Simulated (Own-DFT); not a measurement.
# Computed records: Al3GaAs4 (zincblende random alloy, strained, atoms displaced), Al3GaAs4 (zincblende random alloy, atoms displaced)

Computed with Own-DFT development build. A calculation, not a measurement: plane-wave PBE density functional theory by an unreviewed code, no spin, of a simulated periodic cell, stress positive in tension, free energy of the whole cell less one offset for each atom, forces on such cells passed a denser k mesh, this cell's mesh not checked; offsets are fitted by least squares, one for each functional and potential file, so energies compare only between cells with the same atoms and settings and are not formation energies; the far tail of each file's local potential was reset to the Coulomb form; each entry is a single point on an unrelaxed cell, so the pressure reflects the starting lattice, mostly measured values, from which strain is counted, and rises with the displacements; printed positions are rounded, which can move forces by about a meV/angstrom; the program is a retired in-house code; no spin-orbit coupling; before rounding, a Quantum ESPRESSO 7.3.1 run of the same cell and cutoff gave forces within 1 meV/angstrom rms on each cell, which checks the program and not the settings.

Common to all runs: functional PBE; potential files PseudoDojo norm-conserving, scalar-relativistic, standard set; wave cutoff 42 hartree; occupations Fermi-Dirac; smearing width 0.1 eV; k mesh 3 x 3 x 3 centred on Gamma.

(1) Al3GaAs4 (zincblende random alloy, strained, atoms displaced)

```
cell vectors (Å)
  11.0920     0.1262     0.0504
   0.1262    11.1961     0.0284
   0.0504     0.0284    11.2247
atoms (fractions of the cell vectors)
Al  0.99757  0.00007  0.00246
Al  0.99315  0.25515  0.24532
Al  0.25133  0.00394  0.25392
Al  0.24911  0.24993  0.99983
As  0.12232  0.11558  0.12687
As  0.12916  0.36953  0.36917
As  0.37524  0.11500  0.38187
As  0.37715  0.37179  0.12099
Al  0.99881  0.99779  0.50053
Al  0.00035  0.24844  0.75010
Al  0.25505  0.00068  0.75690
Al  0.24733  0.24282  0.50233
As  0.12226  0.12685  0.62266
As  0.12352  0.38177  0.87374
As  0.37755  0.12640  0.87526
As  0.37323  0.37280  0.62834
Al  0.99788  0.50472  0.00482
Al  0.99651  0.74896  0.25194
Al  0.26211  0.50471  0.25644
Al  0.24760  0.75013  0.99891
As  0.12682  0.62565  0.12201
As  0.12821  0.87428  0.37274
As  0.37749  0.62264  0.37077
As  0.37186  0.87426  0.12874
Al  0.99744  0.49430  0.49541
Ga  0.99848  0.74868  0.74718
Ga  0.25581  0.49293  0.74894
Al  0.24637  0.75017  0.50286
As  0.12304  0.62665  0.61924
As  0.12752  0.86578  0.87330
As  0.37077  0.62315  0.87082
As  0.36678  0.87867  0.62626
Al  0.49793  0.99966  0.98951
Al  0.49589  0.24346  0.25198
Al  0.74820  0.99869  0.24576
Al  0.75280  0.24503  0.01095
As  0.62719  0.12809  0.11738
As  0.62707  0.37338  0.37539
As  0.87868  0.12630  0.37558
As  0.87341  0.37830  0.12106
Al  0.49655  0.00209  0.49543
Al  0.50010  0.25479  0.75554
Al  0.74811  0.99491  0.74724
Ga  0.75353  0.25178  0.49952
As  0.61569  0.12646  0.62816
As  0.61667  0.37875  0.87193
As  0.87005  0.12448  0.87555
As  0.87278  0.38006  0.62506
Ga  0.50446  0.49885  0.99723
Ga  0.50263  0.74968  0.24751
Al  0.74988  0.50062  0.24806
Al  0.74304  0.75414  0.00382
As  0.62591  0.62912  0.12444
As  0.62523  0.86832  0.37146
As  0.86843  0.63074  0.37484
As  0.86904  0.87430  0.12199
Ga  0.49830  0.48893  0.49484
Al  0.49763  0.74602  0.74736
Ga  0.75017  0.50211  0.75689
Ga  0.75341  0.75296  0.50006
As  0.63240  0.62796  0.63220
As  0.62410  0.87638  0.88118
As  0.87144  0.62373  0.87909
As  0.87054  0.88006  0.62617
```

Results for Al3GaAs4 (zincblende random alloy, strained, atoms displaced): free energy of cell above offsets -16.896 eV; pressure 6.64 GPa; stress xx -7.04 GPa; stress yy -6.52 GPa; stress zz -6.35 GPa; stress yz 0.05 GPa; stress xz 0.93 GPa; stress xy 1.72 GPa.

Force:
```
element  x (eV/Å)  y (eV/Å)  z (eV/Å)
     Al     0.139    -0.596     -0.65
     Al     0.843     -0.59     0.318
     Al    -0.105    -0.534    -0.069
     Al    -0.557    -0.047     0.216
     As     0.027     1.239    -0.266
     As    -0.058     0.331    -0.015
     As    -0.754     1.622    -1.319
     As    -0.119     0.225     0.457
     Al     0.419     0.087    -0.008
     Al    -0.307     0.551     0.314
     Al     -1.06     0.286    -0.138
     Al     0.349     0.788    -0.079
     As     0.069    -1.007     0.649
     As    -0.287    -0.819     0.214
     As    -0.579     0.443    -0.263
     As     0.258    -0.833    -1.196
     Al     0.499    -0.003    -0.355
     Al     0.389     0.316     -0.37
     Al    -1.364    -1.044    -1.349
     Al     0.681    -0.241     0.451
     As    -0.011    -0.255     0.906
     As     -0.59    -0.059    -0.025
     As     0.525      1.09     1.321
     As     0.237     0.335    -0.836
     Al     0.373     0.609    -0.109
     Ga    -0.204    -0.141     0.267
     Ga    -1.044     1.242     0.098
     Al     0.606     0.012    -0.371
     As    -0.127    -1.139     0.273
     As     -0.76     1.332    -0.181
     As     0.384     0.064     0.459
     As     1.007    -0.521    -0.555
     Al    -0.139     0.072     1.843
     Al     0.381     0.275     0.031
     Al     -0.06     0.479     0.626
     Al    -0.039     1.288    -1.656
     As    -1.336    -1.185     1.034
     As    -0.013    -0.548    -1.002
     As    -0.506     -0.37    -0.569
     As    -0.127     0.042     0.056
     Al     1.282    -1.515     1.444
     Al     -0.28    -0.351    -0.373
     Al    -0.826      1.06     0.866
     Ga    -0.317    -0.345     0.711
     As      0.78    -0.199    -0.581
     As     1.854    -0.919     0.478
     As     0.333    -0.115    -0.387
     As     0.137     -0.58     0.268
     Ga    -0.789     0.885     0.649
     Ga    -0.447     0.027     0.233
     Al    -0.243     0.318     0.435
     Al     0.722    -0.374    -0.308
     As    -0.202    -1.023    -0.252
     As     -0.13     0.994     0.288
     As     0.738    -1.198    -0.356
     As     0.737    -0.163     0.195
     Ga     0.187      1.17     1.055
     Al    -0.078      0.79     0.408
     Ga     0.016     -0.27     -0.08
     Ga     -0.61     0.091     0.755
     As    -0.707    -0.426    -1.364
     As    -0.107    -0.654    -1.631
     As     0.125     0.712    -0.017
     As      0.79     -0.71    -0.587
```

(2) Al3GaAs4 (zincblende random alloy, atoms displaced)

```
cell vectors (Å)
  11.3183     0.0000     0.0000
   0.0000    11.3183     0.0000
   0.0000     0.0000    11.3183
atoms (fractions of the cell vectors)
Al  0.99697  0.00362  0.00101
Al  0.99326  0.25095  0.24862
Al  0.25137  0.00059  0.25328
Al  0.25493  0.24365  0.00246
As  0.12795  0.12699  0.12701
As  0.12805  0.37710  0.37431
As  0.37441  0.12715  0.37809
As  0.36933  0.37287  0.12569
Al  0.99438  0.00102  0.50197
Ga  0.00202  0.24887  0.75390
Al  0.25045  0.00244  0.75022
Ga  0.24690  0.24777  0.50077
As  0.13191  0.12615  0.62624
As  0.12826  0.36908  0.87758
As  0.37620  0.12799  0.87117
As  0.37468  0.37343  0.62554
Ga  0.99656  0.50070  0.00393
Al  0.99892  0.75515  0.25191
Al  0.25137  0.50025  0.25343
Ga  0.25053  0.75117  0.99844
As  0.12788  0.62767  0.12735
As  0.12361  0.87425  0.37236
As  0.37708  0.62757  0.37932
As  0.37110  0.87740  0.13043
Al  0.00173  0.50000  0.50309
Ga  0.00011  0.75189  0.75036
Al  0.25338  0.49795  0.75451
Al  0.24960  0.75121  0.50002
As  0.12435  0.62370  0.62009
As  0.12282  0.87035  0.87099
As  0.37773  0.62380  0.87467
As  0.37359  0.87276  0.62329
Al  0.50332  0.00042  0.00319
Al  0.50226  0.25346  0.24960
Al  0.75052  0.99422  0.24771
Al  0.74953  0.25131  0.01065
As  0.62404  0.12753  0.12740
As  0.62860  0.37098  0.37949
As  0.87752  0.12576  0.37114
As  0.87245  0.37543  0.12126
Al  0.49948  0.99786  0.50472
Ga  0.50028  0.24970  0.75214
Ga  0.75064  0.99869  0.75014
Al  0.75043  0.24754  0.50072
As  0.62463  0.12787  0.62658
As  0.62221  0.37787  0.87647
As  0.87442  0.12019  0.87814
As  0.87761  0.37725  0.62644
Al  0.49966  0.50288  0.99614
Ga  0.49821  0.75660  0.24876
Al  0.75264  0.50340  0.25108
Al  0.75205  0.75202  0.00256
As  0.62389  0.62668  0.12891
As  0.63127  0.87477  0.37554
As  0.87825  0.62501  0.37703
As  0.87694  0.87319  0.12131
Al  0.50040  0.50602  0.50316
Al  0.49896  0.74677  0.75440
Al  0.75420  0.49553  0.74267
Al  0.74563  0.74546  0.50269
As  0.62405  0.62660  0.62606
As  0.62540  0.87268  0.87550
As  0.87385  0.62237  0.87958
As  0.87515  0.87852  0.62579
```

Results for Al3GaAs4 (zincblende random alloy, atoms displaced): free energy of cell above offsets -19.896 eV; pressure 3.01 GPa; stress xx -3.01 GPa; stress yy -3.02 GPa; stress zz -2.99 GPa; stress yz 0.19 GPa; stress xz -0.05 GPa; stress xy -0.33 GPa.

Force:
```
element  x (eV/Å)  y (eV/Å)  z (eV/Å)
     Al     0.952    -0.461     0.052
     Al     0.967     0.396    -0.076
     Al    -0.358     0.356     0.233
     Al    -0.369     0.296    -0.252
     As    -0.478     -0.34     0.055
     As    -0.756    -0.347     0.087
     As     0.487    -0.255    -0.212
     As     0.818     0.501     -0.08
     Al     0.966     0.225    -0.247
     Ga    -0.073    -0.164    -0.139
     Al     0.139    -0.568     0.125
     Ga      0.37     0.552    -0.201
     As    -1.235    -0.369    -0.066
     As    -0.091     0.597     0.401
     As     0.154    -0.844     0.643
     As     0.136     0.274    -0.136
     Ga     0.961    -0.055    -0.339
     Al     0.083    -0.603    -0.266
     Al     0.164     0.332    -0.144
     Ga    -0.004     -0.06      0.06
     As     -0.34    -0.171     0.106
     As     0.068     0.468     0.672
     As    -0.088     0.014    -0.497
     As     0.296     0.146    -0.867
     Al     0.033    -0.231    -0.541
     Ga    -0.316    -0.764    -0.297
     Al    -0.552    -0.044    -0.487
     Al    -0.277    -0.087    -0.197
     As     0.425     0.174     0.946
     As     0.364     1.056     0.624
     As    -0.506     0.222     0.192
     As     0.159     0.043     0.624
     Al     -0.45    -0.006    -0.334
     Al     -0.44    -0.002     0.353
     Al     0.203     0.559    -0.049
     Al    -0.333     -0.27    -1.446
     As      0.12    -0.511     0.258
     As    -0.286     0.872      -0.3
     As     -0.62    -0.364     0.346
     As     0.179     0.368     0.889
     Al     0.217     0.227    -0.472
     Ga     0.141     0.461    -0.236
     Ga    -0.304     0.205     0.068
     Al     0.437     0.031     0.123
     As     0.117     -0.45     0.032
     As     0.774    -0.336    -0.124
     As    -0.448     0.902    -0.105
     As      0.23    -0.946     -0.47
     Al    -0.022    -0.323     0.951
     Ga     0.239    -0.434     0.458
     Al    -0.273    -0.349     0.226
     Al    -0.415    -0.508    -0.197
     As    -0.012    -0.011    -0.366
     As    -0.668     0.102     0.275
     As    -0.161     0.125     0.041
     As    -0.002     0.327     0.352
     Al     0.004    -0.877    -0.202
     Al     0.064       0.5    -0.478
     Al    -0.632     0.595     1.045
     Al     0.746     0.406    -0.215
     As     0.119    -0.239     0.502
     As    -0.061     0.134     0.163
     As    -0.173     0.223    -0.725
     As    -0.386    -0.699    -0.141
```
